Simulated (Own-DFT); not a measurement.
# One host, several defects: 2H SiC

The numbers are computed, not measured, by runs of the plane-wave DFT program Own-DFT (in-house, retired, unreviewed) at fixed positions, with no spin and no spin-orbit coupling.

Settings: PBE; PseudoDojo norm-conserving scalar-relativistic files; cutoff 42 hartree; 4 x 4 x 3 k mesh centred on Gamma; Fermi-Dirac smearing of 0.1 eV.

Keep in mind (not all hold for every row): some atoms lie very close together; not probed for a lower state with spin; forces on such cells moved up to 12 meV/angstrom on a denser k mesh; forces on such cells passed a denser k mesh, each cell not checked; stress not checked against mesh or cutoff.

All runs share one cell, with vectors in Å (9.248, 0.000, 0.000); (-4.624, 8.009, 0.000); (0.000, 0.000, 10.068) and a volume of 745.7 Å³. Atoms were moved at random from their sites; u is the rms move along one axis. The defect's site can differ from row to row.

```
cell,formula,u (Å),P (GPa)
no defect,C36Si36,0.0307,3.91
no defect,C36Si36,0.0576,5.93
no defect,C36Si36,0.0607,6.23
one C on a Si site and one Si on a C site,C36Si36,0.0336,7.57
one C on a Si site and one Si on a C site,C36Si36,0.0499,9.33
one C on a Si site and one Si on a C site,C36Si36,0.0529,9.10
two N on a C site each,C34N2Si36,0.0303,2.87
two N on a C site each,C34N2Si36,0.0457,4.04
two N on a C site each,C34N2Si36,0.0504,4.22
one C vacancy,C35Si36,0.0279,?
one C vacancy,C35Si36,0.0291,3.74
one C vacancy,C35Si36,0.0311,3.91
one C vacancy,C35Si36,0.0317,4.09
one C on a Si site,C37Si35,0.0300,2.10
one C on a Si site,C37Si35,0.0308,1.81
one C on a Si site,C37Si35,0.0509,3.08
```

## Analysis

P = P0 + c u² + a shift for each defect gives P0 = 3.11 GPa, c = 849 ± 66 GPa/Å² and a scatter of 0.20 GPa. The shifts, and each times the cell's volume:

- one C on a Si site and one Si on a C site: 3.74 ± 0.17 GPa, 17.4 eV
- one C vacancy: 0.01 ± 0.20 GPa, 0.0 eV (not resolved)
- two N on a C site each: -0.97 ± 0.17 GPa, -4.5 eV (-2.3 eV for each of its 2 sites)
- one C on a Si site: -2.04 ± 0.18 GPa, -9.5 eV

Positive is outwards. The product with the volume (160.2 GPa Å³ to the eV) is nearly free of the cell's size; divided by the bulk modulus at the cell's pressure it gives the volume that the defect adds. The atoms around the defects weren't relaxed, which would change these numbers.

## The run left out

Asked: what pressure belongs in the blank (one C vacancy, u = 0.0279 Å)?

The fit gives 3.78 ± 0.23 GPa. DFT gave 3.55 GPa.
